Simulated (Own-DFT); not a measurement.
# What a defect does to the pressure of its cell: zincblende GaAs

Calculated, not measured: single-point runs of Own-DFT, a retired in-house plane-wave DFT program that no person has reviewed, on unrelaxed cells, without spin or spin-orbit coupling.

Method: PBE; PseudoDojo norm-conserving scalar-relativistic files; cutoff 42 hartree; 3 x 3 x 3 k mesh centred on Gamma; Fermi-Dirac smearing of 0.1 eV.

Keep in mind (not all hold for every row): not probed for a lower state with spin; forces not confirmed at this smearing and k mesh; stress not checked against mesh or cutoff.

All runs share one cell, with vectors in Å (11.737, 0.000, 0.000); (0.000, 11.737, 0.000); (0.000, 0.000, 10.919) and a volume of 1504.3 Å³, strained against the parent crystal. u is the rms random offset of the atoms per axis. The defect's site can differ from row to row.

| cell | formula | u (Å) | P (GPa) |
|---|---|---|---|
| no defect | As32Ga32 | 0.0312 | 0.78 |
| no defect | As32Ga32 | 0.0490 | 1.11 |
| no defect | As32Ga32 | 0.0515 | 1.07 |
| one In on a Ga site | As32Ga31In | 0.0295 | 1.29 |
| one In on a Ga site | As32Ga31In | 0.0306 | ? |
| one In on a Ga site | As32Ga31In | 0.0495 | 1.57 |
| one In on a Ga site | As32Ga31In | 0.0520 | 1.72 |
| one P on an As site | As31Ga32P | 0.0306 | 0.54 |
| one P on an As site | As31Ga32P | 0.0475 | 0.84 |
| one P on an As site | As31Ga32P | 0.0482 | 0.76 |
| one Al on a Ga site | AlAs32Ga31 | 0.0298 | 0.72 |
| one Al on a Ga site | AlAs32Ga31 | 0.0467 | 1.02 |
| one Al on a Ga site | AlAs32Ga31 | 0.0509 | 1.08 |
| one As vacancy and one Ga vacancy | As31Ga31 | 0.0281 | 0.41 |
| one As vacancy and one Ga vacancy | As31Ga31 | 0.0503 | 0.73 |
| one As vacancy and one Ga vacancy | As31Ga31 | 0.0517 | 0.86 |

## Working it out

P = P0 + c u² + a shift for each defect gives P0 = 0.57 GPa, c = 206 ± 15 GPa/Å² and a scatter of 0.04 GPa. The shifts, and each times the cell's volume:

- one In on a Ga site: 0.54 ± 0.04 GPa, 5.1 eV
- one Al on a Ga site: -0.02 ± 0.04 GPa, -0.2 eV (not resolved)
- one P on an As site: -0.24 ± 0.04 GPa, -2.3 eV
- one As vacancy and one Ga vacancy: -0.32 ± 0.04 GPa, -3.0 eV

A positive shift means that the defect pushes the cell outwards. Shift times volume (160.2 GPa Å³ is 1 eV) depends little on the cell's size, so, taken for each site, it can be compared between cells at like pressure. The atoms around the defects weren't relaxed, which would change these numbers.

## Check

The question: what pressure belongs in the blank (one In on a Ga site, u = 0.0306 Å)?

The fitted form gives 1.30 ± 0.05 GPa. DFT gave 1.37 GPa.
